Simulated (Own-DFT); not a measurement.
# Bulk modulus against bond length in tetrahedral crystals

Source: density functional calculations with Own-DFT, an unreviewed in-house program that is no longer used. Nothing was measured or relaxed, and spin and spin-orbit coupling are left out.

Known weak points (not all hold for every row): forces on such cells moved up to 12 meV/angstrom on a denser k mesh; k mesh not checked against a denser one; forces on such cells passed a denser k mesh, each cell not checked; stress not checked against mesh or cutoff.

All runs are PBE with PseudoDojo norm-conserving files; cutoff and k mesh are each material's own. Every cell starts from measured lattice constants and was given uniform random strains and small random moves of its atoms. Each triple is the change of volume in per cent, the rms move u in Å and the pressure in GPa.

- 4H SiC (C36Si36), 10.36 Å³/atom unstrained: (-1.72, 0.051, 9.61); (-1.04, 0.050, 8.02); (-0.11, 0.047, 5.29); (0.16, 0.054, 5.54); (0.40, 0.047, 4.40); (1.95, 0.051, 1.73); (2.72, 0.053, -0.72)
- wurtzite AlN (Al36N36), 10.45 Å³/atom unstrained: (-1.08, 0.050, 8.41); (-0.30, 0.049, 6.45); (-0.27, 0.054, 6.71); (-0.26, 0.049, 5.81); (0.19, 0.047, 5.12); (2.13, 0.050, 1.37); (3.35, 0.049, -0.90)
- wurtzite GaN (Ga48N48), 11.42 Å³/atom unstrained: (-3.50, 0.049, 14.25); (-2.83, 0.050, 13.69); (-1.70, 0.049, 10.91); (-1.05, 0.048, 9.13); (1.35, 0.052, 5.10); (1.60, 0.053, 4.29); (1.69, 0.047, 3.96)
- diamond silicon (Si64), 20.02 Å³/atom unstrained: (-3.03, 0.055, 6.02); (-2.37, 0.051, 5.07); (-1.41, 0.049, 3.82); (-0.99, 0.051, 3.71); (-0.25, 0.052, 2.98); (0.32, 0.054, 2.50); (3.12, 0.050, -0.11)
- zincblende GaP (Ga32P32), 20.24 Å³/atom unstrained: (-3.00, 0.049, 6.30); (-3.00, 0.051, 6.38); (-1.34, 0.055, 5.02); (-0.90, 0.056, 4.29); (-0.45, 0.050, 3.84); (0.30, 0.048, 3.01); (2.11, 0.048, 1.49)
- zincblende InP (In32P32), 25.27 Å³/atom unstrained: withheld
- grey tin (Sn64), 34.15 Å³/atom unstrained: (-2.92, 0.045, 5.35); (-2.01, 0.050, 4.88); (-1.46, 0.049, 4.47); (-0.94, 0.052, 4.24); (-0.41, 0.047, 3.85); (0.00, 0.046, 3.59); (1.38, 0.049, 2.94)

## Working it out

Fit a line to each set against the fractional change of volume; B is minus its slope, and u is nearly the same within a set. To take it to zero pressure, assume that B rises by 4 GPa for each GPa: B0 = B - 4 x (mean pressure). The bond length of an ideal tetrahedral crystal with the unstrained volume v is d = (√3/4)(8 v)^(1/3). Cohen's empirical rule reads B0 = (1971 - 220 L) d^(-3.5) GPa, with L = 0 for group IV crystals and SiC and 1 for III-V compounds.

| material | L | d (Å) | B (GPa) | mean P (GPa) | B0 (GPa) | rule (GPa) |
|---|---|---|---|---|---|---|
| 4H SiC (C36Si36) | 0 | 1.888 | 224 ± 11 | 4.8 | 205 ± 11 | 213 |
| wurtzite AlN (Al36N36) | 1 | 1.893 | 205 ± 9 | 4.7 | 186 ± 9 | 188 |
| wurtzite GaN (Ga48N48) | 1 | 1.950 | 200 ± 7 | 8.8 | 165 ± 7 | 169 |
| diamond silicon (Si64) | 0 | 2.352 | 97 ± 4 | 3.4 | 83 ± 4 | 99 |
| zincblende GaP (Ga32P32) | 1 | 2.360 | 97 ± 3 | 4.3 | 79 ± 3 | 87 |
| zincblende InP (In32P32) | 1 | 2.541 | ? | ? | ? | 67 |
| grey tin (Sn64) | 0 | 2.810 | 58 ± 2 | 4.2 | 41 ± 2 | 53 |

A line through ln[B0/(1971 - 220 L)] against ln d has a slope of -4.1 ± 0.1 and a scatter of 4 %. Against the rule, B0 stands at 96 % for 4H SiC, 99 % for wurtzite AlN, 98 % for wurtzite GaN, 84 % for diamond silicon, 92 % for zincblende GaP, 77 % for grey tin. PBE tends to make silicon and heavier crystals too soft, and the rule itself is only a guide.

## Test on the hidden row

Q: what B0 does the fitted trend give for zincblende InP (In32P32)?

The straight line predicts 55 GPa. Its own runs give B = 82 ± 2 GPa at a mean pressure of 5.1 GPa, so B0 = 61 GPa. It lies off the trend of the others.
